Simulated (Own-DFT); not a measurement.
GaN (wurtzite, strained, atoms displaced) (calculated)

A calculation, not a measurement: plane-wave PBE density functional theory by an unreviewed code, no spin, of a simulated periodic cell, stress positive in tension, free energy of the whole cell less one offset for each atom, forces on such cells passed a denser k mesh, this cell's mesh not checked; offsets are fitted by least squares, one for each functional and potential file, so energies compare only between cells with the same atoms and settings and are not formation energies; the far tail of each file's local potential was reset to the Coulomb form; each entry is a single point on an unrelaxed cell, so the pressure reflects the starting lattice, mostly measured values (interpolated for alloys), from which strain is counted, and rises with the displacements; printed positions are rounded, which can move forces by about a meV/angstrom; the program, named Own-DFT, is a retired in-house code; no spin-orbit coupling. Program: Own-DFT development build.

Settings shared by all entries: functional PBE; potential files PseudoDojo norm-conserving, scalar-relativistic, standard set with the stringent files for Ga; wave cutoff 96 hartree; occupations Gaussian; smearing width 0.01 eV; k mesh 3 x 4 x 3 centred on Gamma.

(1) GaN (wurtzite, strained, atoms displaced)

```xyz
96
Lattice="12.7560 0.0000 0.0000 -4.7835 8.2853 0.0000 0.0000 0.0000 10.3441" Properties=species:S:1:pos:R:3 GaN
Ga     0.0176     1.7755     0.0244
Ga     1.6829     0.8645     2.5657
N     -0.0420     1.8912     2.0408
N      1.5513     0.8953     4.5980
Ga     0.0072     1.9097     5.1337
Ga     1.5897     0.9799     7.6660
N     -0.0409     1.8930     7.1690
N      1.6237     0.8754     9.7610
Ga    -1.6300     4.6023     0.0306
Ga     0.0507     3.6586     2.5334
N     -1.5832     4.5717     2.0174
N      0.0580     3.6749     4.5328
Ga    -1.5351     4.6657     5.1385
Ga     0.0299     3.7162     7.7254
N     -1.5844     4.5177     7.1800
N     -0.0339     3.6833     9.6610
Ga    -3.1821     7.3950     0.0258
Ga    -1.6593     6.3942     2.5043
N     -3.1748     7.4421     1.9727
N     -1.5595     6.4406     4.5627
Ga    -3.1741     7.3839     5.1807
Ga    -1.6536     6.4791     7.7872
N     -3.1608     7.4525     7.0903
N     -1.5906     6.4806     9.7587
Ga     3.2385     1.8398    10.3228
Ga     4.7424     0.8895     2.6049
N      3.2199     1.8474     1.9712
N      4.8072     0.8712     4.6421
Ga     3.1263     1.8524     5.2386
Ga     4.7217     0.9253     7.8194
N      3.1864     1.9281     7.1384
N      4.8637     0.9137     9.7102
Ga     1.6234     4.5777     0.0133
Ga     3.2015     3.6193     2.6222
N      1.5715     4.5638     1.9574
N      3.2815     3.7548     4.4925
Ga     1.5926     4.5541     5.2467
Ga     3.1591     3.7053     7.6982
N      1.6656     4.5839     7.0947
N      3.1690     3.6259     9.6090
Ga    -0.0323     7.2961     0.0161
Ga     1.5006     6.3841     2.4983
N     -0.0365     7.3855     1.9146
N      1.7035     6.4132     4.4453
Ga     0.0307     7.3815     5.1527
Ga     1.5832     6.4990     7.7298
N     -0.1132     7.2992     7.1039
N      1.5989     6.4346     9.7250
Ga     6.3562     1.7353     0.0038
Ga     7.9241     0.9444     2.6000
N      6.4385     1.9259     1.8531
N      7.9812     1.0018     4.4947
Ga     6.4919     1.9395     5.2218
Ga     7.9558     0.9775     7.7733
N      6.3767     1.7772     7.1400
N      7.9445     0.8670     9.6444
Ga     4.7716     4.5978     0.0505
Ga     6.4292     3.6599     2.5180
N      4.8236     4.5512     1.8909
N      6.4177     3.6984     4.5664
Ga     4.6738     4.6645     5.1529
Ga     6.3517     3.6678     7.7818
N      4.7977     4.6305     7.1654
N      6.3285     3.6808     9.6679
Ga     3.2620     7.4460     0.0295
Ga     4.7851     6.4998     2.5976
N      3.2458     7.4112     2.0010
N      4.7212     6.3927     4.5842
Ga     3.1500     7.5174     5.1538
Ga     4.7519     6.5026     7.8052
N      3.1778     7.3493     7.1468
N      4.7642     6.4274     9.7029
Ga     9.4615     1.7897     0.0043
Ga    11.1160     0.9283     2.5718
N      9.6743     1.8044     1.9828
N     11.2284     0.9661     4.5844
Ga     9.5064     1.8077     5.1790
Ga    11.1965     0.9444     7.7635
N      9.6002     1.8765     7.1610
N     11.2163     0.9148     9.7296
Ga     7.9506     4.5536    10.3292
Ga     9.6166     3.7194     2.5060
N      7.9467     4.5734     1.9006
N      9.6276     3.6794     4.5646
Ga     8.0336     4.6739     5.1880
Ga     9.5862     3.6359     7.7765
N      8.0231     4.7688     7.1879
N      9.5881     3.7396     9.6394
Ga     6.3442     7.3979     0.0092
Ga     7.9733     6.4211     2.6345
N      6.3382     7.2995     1.9019
N      8.0402     6.4403     4.5310
Ga     6.4234     7.3420     5.1906
Ga     7.9269     6.4928     7.7642
N      6.4084     7.4490     7.1656
N      7.8551     6.3372     9.7712
```

* free energy of cell above offsets: -4.757 eV
* pressure: 7.43 GPa
* stress xx: -6.22 GPa
* stress yy: -8.47 GPa
* stress zz: -7.6 GPa
* stress yz: 0.07 GPa
* stress xz: -0.87 GPa
* stress xy: -0.26 GPa

Force:
| element | x (eV/Å) | y (eV/Å) | z (eV/Å) |
| --- | --- | --- | --- |
| Ga | 0.151 | 1.445 | 0.219 |
| Ga | -1.504 | 2.289 | 1.3 |
| N | 1.169 | -2.003 | -1.26 |
| N | 0.924 | 0.848 | -1.03 |
| Ga | -0.278 | -0.782 | 0.986 |
| Ga | -0.444 | -0.002 | 1.372 |
| N | 1.154 | -0.221 | -1.077 |
| N | 0.121 | 0.968 | -1.03 |
| Ga | 0.889 | -0.267 | -0.754 |
| Ga | -0.697 | 0.345 | 1.334 |
| N | 0.688 | 0.692 | -1.395 |
| N | -0.22 | 0.962 | -0.446 |
| Ga | -0.425 | -1.458 | 1.124 |
| Ga | -0.119 | -0.015 | 0.748 |
| N | -0.108 | 1.957 | -1.119 |
| N | 0.544 | -0.134 | 1.304 |
| Ga | -1.159 | -1.279 | -0.426 |
| Ga | 0.822 | 0.852 | 1.579 |
| N | -0.638 | -2.39 | -0.395 |
| N | -0.408 | 0.786 | -1.289 |
| Ga | 0.586 | -0.496 | -0.042 |
| Ga | -0.224 | -1.548 | -0.077 |
| N | -0.739 | -0.729 | 0.798 |
| N | -0.99 | -0.793 | -0.354 |
| Ga | -0.35 | -0.042 | 0.022 |
| Ga | 1.202 | 0.568 | 0.887 |
| N | -0.131 | -0.419 | -0.586 |
| N | 0.028 | 2.023 | -1.407 |
| Ga | 1.293 | 0.001 | -1.246 |
| Ga | 0.532 | -0.514 | -1.337 |
| N | 0.112 | -1.334 | -0.002 |
| N | -2.057 | -1.17 | 0.091 |
| Ga | -0.474 | -0.261 | -0.965 |
| Ga | 0.405 | 1.415 | -0.753 |
| N | 1.155 | 0.097 | -0.591 |
| N | -2.708 | -2.405 | 0.604 |
| Ga | 0.742 | 1.199 | -2.119 |
| Ga | 1.669 | 0.621 | 1.031 |
| N | -1.559 | 1.214 | 0.642 |
| N | 0.254 | 0.578 | 1.546 |
| Ga | 1.23 | 0.857 | -0.736 |
| Ga | 1.503 | 0.841 | 0.978 |
| N | -0.181 | -0.482 | 0.559 |
| N | -1.385 | 0.327 | 0.971 |
| Ga | 0.389 | -1.369 | 0.124 |
| Ga | -0.535 | -0.699 | 0.601 |
| N | 1.667 | 1.157 | 0.386 |
| N | 0.336 | 0.266 | 0.062 |
| Ga | 0.962 | 2.12 | -0.766 |
| Ga | 0.842 | 0.319 | -0.757 |
| N | -0.727 | -2.143 | 1.44 |
| N | -0.401 | -0.483 | 0.291 |
| Ga | -2.029 | -0.522 | -0.174 |
| Ga | 0.756 | -0.952 | -0.835 |
| N | -0.426 | 0.93 | 0.033 |
| N | 0.204 | 1.151 | 0.976 |
| Ga | -0.211 | -0.227 | -1.909 |
| Ga | -0.875 | 0.821 | 1.583 |
| N | -0.854 | 0.642 | 1.874 |
| N | -0.257 | 0.942 | -0.689 |
| Ga | 2.975 | -0.751 | 1.756 |
| Ga | 0.473 | 0.767 | -0.725 |
| N | -0.338 | 0.156 | -0.824 |
| N | 0.485 | -1.059 | 0.989 |
| Ga | -0.909 | -2.173 | 0.19 |
| Ga | -0.143 | -1.64 | 0.577 |
| N | -1.522 | -0.215 | -0.854 |
| N | 1.072 | 2.909 | -0.826 |
| Ga | 0.321 | -2.331 | 0.274 |
| Ga | 0.77 | -0.794 | -0.737 |
| N | -0.108 | 1.379 | -0.844 |
| N | -0.07 | 0.468 | 0.657 |
| Ga | 1.979 | 1.057 | -0.039 |
| Ga | 2.208 | -1.402 | 1.3 |
| N | -3.291 | 1.405 | -1.283 |
| N | -1.586 | -1.193 | -0.617 |
| Ga | 2.428 | 1.352 | 0.292 |
| Ga | -0.351 | 0.462 | 0.443 |
| N | -1.035 | -1.303 | -0.604 |
| N | -1.452 | 0.135 | -0.156 |
| Ga | -0.298 | -0.211 | -0.633 |
| Ga | -1.453 | -1.338 | 1.725 |
| N | 1.517 | 0.662 | 0.668 |
| N | -0.447 | 0.164 | -0.691 |
| Ga | -0.114 | -1.412 | 0.595 |
| Ga | -0.306 | 1.654 | -0.903 |
| N | -0.351 | -3.079 | -1.188 |
| N | -0.774 | -1.377 | 2.076 |
| Ga | 0.286 | -0.973 | -0.527 |
| Ga | -0.372 | 0.232 | -1.363 |
| N | 1.14 | 1.023 | 1.415 |
| N | -0.638 | 0.62 | 0.053 |
| Ga | -0.739 | 0.506 | -0.031 |
| Ga | 0.833 | 0.903 | 1.341 |
| N | -0.962 | -0.873 | -0.729 |
| N | 1.553 | 2.176 | -0.68 |

(2) GaN (wurtzite, strained, atoms displaced)

```xyz
96
Lattice="12.7560 0.0000 0.0000 -4.7835 8.2853 0.0000 0.0000 0.0000 10.3441" Properties=species:S:1:pos:R:3 GaN
Ga    -0.0888     1.8862    10.3123
Ga     1.6018     0.9513     2.5600
N     -0.0068     1.8254     1.9501
N      1.5367     0.9990     4.5411
Ga     0.1072     1.8662     5.1891
Ga     1.6079     0.9809     7.7162
N     -0.0270     1.8739     7.1633
N      1.5961     1.0040     9.7228
Ga    -1.5848     4.5701     0.0462
Ga     0.0253     3.6689     2.6076
N     -1.5804     4.5233     1.8353
N     -0.0052     3.6765     4.5218
Ga    -1.5980     4.6322     5.1762
Ga     0.0317     3.6622     7.7891
N     -1.6331     4.6265     7.1903
N     -0.0451     3.6792     9.7197
Ga    -3.1278     7.3706     0.0110
Ga    -1.5427     6.4287     2.5421
N     -3.1799     7.3231     1.9807
N     -1.5919     6.4152     4.5562
Ga    -3.1318     7.4476     5.1507
Ga    -1.5858     6.4807     7.7018
N     -3.2202     7.3410     7.0879
N     -1.5526     6.3871     9.7289
Ga     3.1071     1.8549    10.3372
Ga     4.7777     0.9541     2.6133
N      3.2404     1.7270     1.8639
N      4.7508     0.8833     4.5953
Ga     3.1902     2.0049     5.1030
Ga     4.8590     0.9345     7.7686
N      3.1925     1.7873     7.1543
N      4.7830     0.7972     9.7499
Ga     1.6293     4.6569     0.0517
Ga     3.1324     3.6501     2.4960
N      1.5293     4.6210     1.9962
N      3.1841     3.7526     4.5457
Ga     1.5026     4.5651     5.1501
Ga     3.1656     3.7414     7.7405
N      1.5198     4.5285     7.0609
N      3.2148     3.6809     9.7079
Ga    -0.0269     7.3658     0.0312
Ga     1.5779     6.4739     2.5621
N     -0.0269     7.3533     2.0022
N      1.5011     6.4069     4.4527
Ga     0.0906     7.3394     5.1244
Ga     1.5575     6.4366     7.8192
N      0.0222     7.4292     7.1498
N      1.5574     6.4742     9.7671
Ga     6.4018     1.8312    10.2871
Ga     7.9155     0.9210     2.6164
N      6.3105     1.8387     1.8967
N      8.0152     0.9508     4.4586
Ga     6.3728     1.8077     5.2126
Ga     8.0192     0.9557     7.7670
N      6.4525     1.8168     7.1688
N      7.9004     0.9248     9.7555
Ga     4.8078     4.5486    10.3064
Ga     6.4293     3.6481     2.4606
N      4.9541     4.6042     2.0235
N      6.4020     3.6892     4.4650
Ga     4.7289     4.6414     5.1306
Ga     6.3717     3.6016     7.6815
N      4.7742     4.5855     7.1706
N      6.4015     3.6965     9.6587
Ga     3.2034     7.3094     0.0385
Ga     4.7837     6.3593     2.5744
N      3.2277     7.3353     1.9618
N      4.8558     6.4340     4.5806
Ga     3.1463     7.3696     5.1615
Ga     4.7943     6.4747     7.7359
N      3.1520     7.4016     7.1872
N      4.7733     6.4795     9.7605
Ga     9.5419     1.8906    10.3152
Ga    11.1834     0.9342     2.5783
N      9.5467     1.8226     1.9321
N     11.2872     0.7769     4.5208
Ga     9.6121     1.9020     5.1325
Ga    11.2184     0.9496     7.7543
N      9.6119     1.8409     7.1310
N     11.1558     0.9678     9.7110
Ga     8.0661     4.5867    10.2401
Ga     9.5616     3.6347     2.5458
N      8.0580     4.5579     1.9630
N      9.6176     3.7299     4.5231
Ga     8.0102     4.5990     5.1200
Ga     9.5545     3.7420     7.7846
N      7.9175     4.5586     7.1045
N      9.5793     3.6833     9.7663
Ga     6.3989     7.3125     0.0066
Ga     7.9860     6.4835     2.5046
N      6.3037     7.4627     1.9494
N      8.0090     6.5157     4.5600
Ga     6.4222     7.3203     5.0718
Ga     7.8946     6.4473     7.7814
N      6.3527     7.3384     7.1739
N      7.9706     6.4339     9.6626
```

* free energy of cell above offsets: -5.669 eV
* pressure: 7.16 GPa
* stress xx: -8.11 GPa
* stress yy: -7.16 GPa
* stress zz: -6.21 GPa
* stress yz: 0.41 GPa
* stress xz: 0.4 GPa
* stress xy: 0.07 GPa

Force:
| element | x (eV/Å) | y (eV/Å) | z (eV/Å) |
| --- | --- | --- | --- |
| Ga | 1.246 | -0.531 | 0.714 |
| Ga | -0.414 | -0.81 | 0.108 |
| N | 0.553 | 0.567 | -0.317 |
| N | 3.022 | -0.598 | -1.035 |
| Ga | -3.045 | 0.03 | 0.589 |
| Ga | -0.426 | -1.386 | 0.812 |
| N | 1.053 | -0.156 | -1.005 |
| N | -1.313 | -1.388 | -0.546 |
| Ga | 0.057 | 0.547 | -2.23 |
| Ga | -1.377 | -0.495 | -0.591 |
| N | 0.249 | 0.638 | 3.555 |
| N | -0.793 | -0.229 | 0.112 |
| Ga | 0.115 | -0.292 | 0.805 |
| Ga | -1.603 | 0.516 | 0.366 |
| N | 1.023 | -0.215 | -0.985 |
| N | 1.453 | 0.669 | -0.12 |
| Ga | -0.416 | 0.215 | -0.586 |
| Ga | -1.191 | -1.125 | 0.872 |
| N | 0.661 | 1.012 | -0.592 |
| N | 0.523 | 0.94 | -0.665 |
| Ga | -0.486 | -0.775 | 0.131 |
| Ga | -0.223 | 0.103 | 0.798 |
| N | -0.014 | 0.766 | 0.631 |
| N | -0.694 | 0.613 | -0.449 |
| Ga | 1.912 | -0.401 | -1.015 |
| Ga | 0.546 | -0.856 | 0.183 |
| N | -1.191 | 1.822 | 1.513 |
| N | 0.182 | 1.134 | -0.747 |
| Ga | 0.068 | -2.763 | 1.578 |
| Ga | -1.107 | -0.139 | 0.655 |
| N | 0.91 | 1.701 | -0.961 |
| N | -0.269 | 2.834 | -0.903 |
| Ga | -0.921 | -0.836 | -0.694 |
| Ga | 1.387 | 0.213 | 0.635 |
| N | 1.387 | -0.151 | -0.653 |
| N | -0.868 | 0.39 | -1.457 |
| Ga | 1.033 | 0.954 | -0.064 |
| Ga | 0.06 | -1.186 | 0.009 |
| N | 1.086 | 1.468 | 0.73 |
| N | -0.72 | 0.384 | 0.311 |
| Ga | -0.166 | -0.832 | 0.424 |
| Ga | 0.387 | 0.063 | -0.35 |
| N | 0.788 | 0.744 | -0.595 |
| N | 2.367 | -0.377 | 0.943 |
| Ga | -2.458 | 0.492 | 1.39 |
| Ga | 0.077 | 0.07 | -0.49 |
| N | 0.187 | -1.228 | -0.91 |
| N | 0.686 | -0.756 | -0.258 |
| Ga | -1.639 | 0.246 | 0.551 |
| Ga | 0.586 | 0.038 | -1.904 |
| N | 0.837 | -0.573 | 0.249 |
| N | -0.566 | -0.441 | 2.117 |
| Ga | 0.336 | 0.905 | -0.864 |
| Ga | 0.548 | -0.528 | 0.713 |
| N | -0.797 | -0.356 | -1.041 |
| N | 1.989 | -0.751 | -0.84 |
| Ga | 0.546 | 1.042 | 0.472 |
| Ga | 1.341 | -0.346 | 1.699 |
| N | -3.372 | -0.57 | -1.979 |
| N | -0.453 | -0.53 | 0.775 |
| Ga | 1.888 | -0.514 | 0.77 |
| Ga | -0.13 | 1.55 | 0.764 |
| N | -0.127 | 0.305 | -0.991 |
| N | 0.144 | -0.434 | 0.166 |
| Ga | -0.295 | 1.238 | -0.291 |
| Ga | 0.467 | 1.742 | 0.661 |
| N | -0.822 | -0.056 | 0.489 |
| N | -2.018 | 0.302 | -0.807 |
| Ga | 0.735 | -0.112 | 0.165 |
| Ga | -0.575 | -0.406 | 0.674 |
| N | 0.019 | -0.782 | -1.006 |
| N | 0.253 | -1.151 | -0.817 |
| Ga | -0.113 | -1.531 | 0.55 |
| Ga | -0.62 | 0.376 | 0.442 |
| N | -0.072 | -0.205 | 0.276 |
| N | -0.961 | 3.374 | 0.116 |
| Ga | 0.707 | -1.178 | 0.354 |
| Ga | -1.121 | -0.984 | 0.176 |
| N | -0.256 | 0.564 | -0.363 |
| N | -0.648 | -1.044 | -0.207 |
| Ga | -1.835 | 0.619 | 1.482 |
| Ga | 0.994 | 0.172 | 0.402 |
| N | -1.17 | 1.253 | -1.216 |
| N | -0.115 | -0.714 | -0.401 |
| Ga | -0.664 | 0.682 | 0.22 |
| Ga | -0.177 | -0.746 | -0.274 |
| N | 0.683 | 0.574 | -0.047 |
| N | 0.697 | -0.112 | -1.509 |
| Ga | -0.368 | 1.225 | 0.011 |
| Ga | -0.952 | -0.773 | 1.206 |
| N | 0.977 | -2.101 | -0.348 |
| N | 0.912 | -1.411 | -1.121 |
| Ga | -0.084 | -0.117 | 2.019 |
| Ga | 1.006 | -0.412 | -1.339 |
| N | 0.263 | 1.053 | -1.094 |
| N | 0.694 | 0.259 | 1.294 |
